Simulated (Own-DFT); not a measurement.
# Stretching a layer in its plane: wurtzite AlGaN with randomly placed atoms, 96 atoms (Al12Ga36N48)

Source: density functional calculations with Own-DFT, an unreviewed in-house program that is no longer used. Nothing was measured or relaxed, and spin and spin-orbit coupling are left out.

Settings: PBE; PseudoDojo norm-conserving scalar-relativistic files (stringent for Ga); cutoff 96 hartree; 3 x 4 x 3 k mesh centred on Gamma; Gaussian smearing of 0.01 eV.

Known weak points: k mesh not checked against a denser one; stress not checked against mesh or cutoff.

Unstrained cell vectors in Å: (12.679, 0.000, 0.000); (-4.755, 8.235, 0.000); (0.000, 0.000, 10.268). The unstrained cell has measured lattice constants (interpolated for alloys), not those of this functional. That, the random moves and any unrelaxed bonds set the pressure at no strain. Each run strains x and y alike by e, as a substrate would, and holds the height along z. Each atom got a random Gaussian move of width 0.05 Å along each axis. The random placing of the alloy's atoms differs from row to row. Stress is positive in tension.

```
e (%),u (Å),(s_xx + s_yy)/2 (GPa),s_zz (GPa)
-2.75,0.050,-24.08,-11.72
-2.00,0.049,-19.17,-10.87
-1.00,0.051,-13.91,-7.33
-0.50,0.050,-9.65,-8.93
-0.25,0.053,-8.99,-7.89
0.25,0.053,?,?
1.75,0.050,1.85,-3.98
2.50,0.048,5.32,-3.49
2.75,0.050,6.42,-4.66
3.00,0.050,6.96,-2.70
```

## Analysis

With e as a fraction, the in-plane stress is -7.4 + 554 e - 2048 e² GPa (errors 8 and 507, scatter 0.45), and s_zz is -7.4 + 147 e GPa (slope ± 15, scatter 0.92). At e = 0 the first slope is C11 + C12 and the second 2 C13, both with the ions held to the strained lattice and at the cell's own pressure. The term in e² is negative: the layer stiffens under compression and softens under tension. A free layer would change its height as e changes, and the in-plane slope would drop by 2 C13²/C33 to the biaxial modulus. At fixed height, a misfit of 1 % moves the in-plane stress by about 5.5 GPa and s_zz by 1.5 GPa.

## Withheld run

The question: what are the two stresses at e = 0.25 %?

The fitted form gives -6.0 and -7.0 GPa. The run itself gave -5.65 and -8.00 GPa.
